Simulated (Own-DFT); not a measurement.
# From a pressure shift to a lattice shift: wurtzite AlGaN with randomly placed atoms, 72 atoms (Al9Ga27N36)

Everything here is calculated. The program is Own-DFT (plane waves, in-house, since retired, never reviewed by a person); positions were held fixed, and spin and spin-orbit coupling were off.

Caveats: forces on such cells passed a denser k mesh, each cell not checked; stress not checked against mesh or cutoff.

Each geometry was run with PBE and with PBEsol, otherwise alike: PseudoDojo norm-conserving scalar-relativistic files made for PBE; cutoff 42 hartree; 4 x 4 x 3 k mesh centred on Gamma; Fermi-Dirac smearing of 0.1 eV. Unstrained cell vectors in Å: (9.509, 0.000, 0.000); (-4.755, 8.235, 0.000); (0.000, 0.000, 10.268). Each has a uniform strain, of which the change of volume is shown, and random moves of rms u per axis. The random placing of the alloy's atoms differs from row to row.

```
run,volume change (%),u (Å),P with PBE (GPa),P with PBEsol (GPa)
1,-2.98,0.0467,14.27,9.11
2,4.55,0.0468,-1.02,-5.58
3,0.50,0.0527,6.71,1.85
4,-1.49,0.0467,10.14,5.14
5,5.06,0.0517,-1.69,-6.19
6,2.52,0.0520,2.87,-1.83
7,5.58,0.0488,-2.20,-6.69
8,-4.94,0.0520,20.16,14.81
9,1.51,0.0476,4.21,?
```

Q: by how much does PBEsol shrink this cell, and what belongs in the blank?

## Worked answer

Write v for the change of volume as a fraction. Fitted to v and u², the PBE pressure has a slope of -206 ± 10 GPa in v, with the ions held to the strained lattice. The difference PBEsol less PBE is -4.92 + 8.1 v GPa (slope ± 0.2) and averages -4.83 GPa. Divided by the mean slope of the two, 202 GPa, that makes PBEsol's volume at a given pressure, near 4 GPa, about 2.4 % smaller, or 0.80 % in lengths. At one volume PBEsol's slope is the smaller by 8 GPa, but its pressure there is lower too. If stiffness rises by about 4 GPa for each GPa, PBEsol at equal pressure is stiffer by about 11 GPa. Files made for PBEsol would give a different shift.

For run 9 the line gives -0.59 GPa. DFT gave -0.57 GPa.
